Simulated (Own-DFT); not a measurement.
# Energy and forces against displacement in a stack of Si and Ge or SiGe layers, 96 atoms (Ge48Si48)

All numbers below are calculated, not measured. They come from Own-DFT, an in-house plane-wave density functional program, since retired, whose code no person has reviewed. Each row is one single-point run on a periodic cell that was not relaxed, without spin or spin-orbit coupling.

Settings of every run: PBE; PseudoDojo norm-conserving scalar-relativistic files; cutoff 42 hartree; 3 x 3 x 2 k mesh centred on Gamma; Fermi-Dirac smearing of 0.1 eV.

Known limits: forces on such cells moved up to 12 meV/angstrom on a denser k mesh; stress not checked against mesh or cutoff.

Cell vectors in Å: (10.862, 0.000, 0.000); (0.000, 10.862, 0.000); (0.000, 0.000, 16.293). In each run every atom was moved at random and independently from its ideal site; u is the rms move along one axis. The random placing of the alloy's atoms differs from row to row. E is the free energy for each atom above the fitted value at u = 0, and F the rms of the force components.

```
run,u (Å),E (meV/atom),F (eV/Å),largest force (eV/Å),P (GPa)
1,0.0298,18.6,0.575,1.96,9.17
2,0.0315,?,?,?,?
3,0.0550,70.6,1.062,4.25,9.89
4,0.0584,73.8,1.086,3.47,9.88
5,0.0601,71.9,1.082,3.94,9.88
6,0.1007,212.1,1.927,9.06,11.54
7,0.1021,217.7,1.924,8.61,11.66
8,0.1053,241.5,2.074,7.07,12.02
```

## Worked fit

For small independent moves the energy grows as E = (3/2) K u², with K the mean stiffness felt by one atom. The runs with u up to 0.11 Å give K = 14.2 ± 0.4 eV/Å², with residuals divided by u² + 0.0006 Å², since the noise grows with the moves. The scatter is 3.0 meV/atom at u = 0.05 Å. The forces follow F = G u with G = 19.0 eV/Å²; no force at u = 0 is resolved. G exceeds K because the moves of its neighbours add to the force on an atom, and stiffness differs between atoms. The pressure follows P = 8.98 + 263 u² GPa: at fixed volume, shortened bonds push harder than stretched ones pull.

## Withheld run

Question: what energy and rms force should run 2 give?

The fit gives 21 ± 2 meV/atom and about 0.60 eV/Å. The calculation gave 18.9 meV/atom and 0.612 eV/Å.
